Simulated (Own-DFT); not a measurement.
# Biaxial strain at fixed height in wurtzite AlGaN with randomly placed atoms, 96 atoms (Al36Ga12N48)

Calculated, not measured: single-point runs of Own-DFT, a retired in-house plane-wave DFT program that no person has reviewed, on unrelaxed cells, without spin or spin-orbit coupling.

Method: PBE; PseudoDojo norm-conserving scalar-relativistic files (stringent for Ga); cutoff 96 hartree; 3 x 4 x 3 k mesh centred on Gamma; Gaussian smearing of 0.01 eV.

Known weak points: k mesh not checked against a denser one; stress not checked against mesh or cutoff.

Unstrained cell vectors in Å: (12.525, 0.000, 0.000); (-4.697, 8.135, 0.000); (0.000, 0.000, 10.066). The unstrained cell has measured lattice constants (interpolated for alloys), not those of this functional. That, the random moves and any unrelaxed bonds set the pressure at no strain. Each run strains x and y alike by e, as a substrate would, and holds the height along z. All atoms carry random offsets, Gaussian with a width of 0.05 Å per axis. The random placing of the alloy's atoms differs from row to row. Stress is positive in tension.

| e (%) | u (Å) | (s_xx + s_yy)/2 (GPa) | s_zz (GPa) |
|---|---|---|---|
| -2.75 | 0.051 | -23.82 | -11.77 |
| -2.25 | 0.049 | -21.21 | -9.63 |
| -1.00 | 0.052 | -13.02 | -7.02 |
| -0.75 | 0.047 | -9.90 | -8.15 |
| 0.50 | 0.050 | ? | ? |
| 1.00 | 0.053 | -1.09 | -4.53 |
| 1.25 | 0.050 | 0.91 | -6.23 |
| 2.00 | 0.048 | 3.50 | -2.50 |
| 2.50 | 0.052 | 6.65 | -3.38 |
| 2.75 | 0.049 | 7.45 | -3.91 |

## Analysis

With e as a fraction, the in-plane stress is -6.3 + 576 e - 2715 e² GPa (errors 11 and 777, scatter 0.64), and s_zz is -6.8 + 143 e GPa (slope ± 19, scatter 1.08). At e = 0 the first slope is C11 + C12 and the second 2 C13, both with the ions held to the strained lattice and at the cell's own pressure. The term in e² is negative: the layer stiffens under compression and softens under tension. A free layer would change its height as e changes, and the in-plane slope would drop by 2 C13²/C33 to the biaxial modulus. At fixed height, a misfit of 1 % moves the in-plane stress by about 5.8 GPa and s_zz by 1.4 GPa.

## Prediction

Asked: what are the two stresses at e = 0.50 %?

From the fit: -3.5 and -6.1 GPa. The calculation gave -2.95 and -6.66 GPa.
